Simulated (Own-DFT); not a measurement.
# Response to strain: wurtzite AlGaN with randomly placed atoms, 72 atoms (Al27Ga9N36)

All numbers below are calculated, not measured. The program, named Own-DFT, is a retired in-house plane-wave density functional code that no person has reviewed. Each row is one single-point run on a periodic cell that was not relaxed, without spin or spin-orbit coupling.

Settings of every run: PBE; PseudoDojo norm-conserving scalar-relativistic files; cutoff 42 hartree; 4 x 4 x 3 k mesh centred on Gamma; Fermi-Dirac smearing of 0.1 eV.

Known limits: forces on such cells passed a denser k mesh, each cell not checked; stress not checked against mesh or cutoff.

Unstrained cell vectors in Å: (9.394, 0.000, 0.000); (-4.697, 8.135, 0.000); (0.000, 0.000, 10.066). The unstrained cell has measured lattice constants (interpolated for alloys), not those of this functional. That, the random moves and any unrelaxed bonds set the pressure at no strain. Each run strains this cell uniformly, with the atoms carried along. Every atom was also moved at random, by a Gaussian of width 0.05 Å on each axis. The random placing of the alloy's atoms differs from row to row. Strain is the symmetric tensor, in per cent. Stress is positive in tension, and the pressure is minus a third of its trace.

| run | e_xx (%) | e_yy (%) | e_zz (%) | s_xx (GPa) | s_yy (GPa) | s_zz (GPa) | P (GPa) | E (meV/atom) |
|---|---|---|---|---|---|---|---|---|
| 1 | 2.75 | 2.75 | 0.00 | 7.50 | 6.68 | -2.88 | -3.77 | 9.9 |
| 2 | 1.00 | 1.00 | 0.00 | -0.75 | -1.65 | -4.06 | 2.15 | 0.0 |
| 3 | -1.50 | -1.50 | 0.00 | -16.42 | -16.44 | -8.93 | 13.93 | 48.2 |
| 4 | -2.50 | -2.50 | 0.00 | -21.59 | -24.21 | -10.75 | 18.85 | 60.1 |
| 5 | 3.00 | 3.00 | 0.00 | 8.59 | 7.89 | -4.66 | -3.94 | 35.5 |
| 6 | -2.25 | -2.25 | 0.00 | -21.00 | -21.84 | -10.38 | 17.74 | 57.7 |
| 7 | 0.75 | 0.75 | 0.00 | -1.86 | -3.04 | -6.35 | 3.75 | 12.4 |
| 8 | 0.50 | 0.50 | 0.00 | -3.32 | -5.77 | -4.80 | 4.63 | 19.5 |
| 9 | -0.50 | -0.50 | 0.00 | ? | ? | ? | ? | ? |

E is the free energy for each atom above the lowest run shown.

## Worked fit

The change of volume is close to e_xx + e_yy + e_zz. A straight line through the runs shown gives P = 7.68 - 213 x (fractional change of volume) GPa, with an error of 9 on the slope and a scatter of 0.98 GPa. The strain isn't the same on all axes and the cell isn't cubic, so the slope belongs to this path and is not the bulk modulus.

## Withheld run

Question: what pressure should run 9 give? Its volume changes by -1.00 %.

The line gives 9.8 GPa. The calculation gave 8.82 GPa.
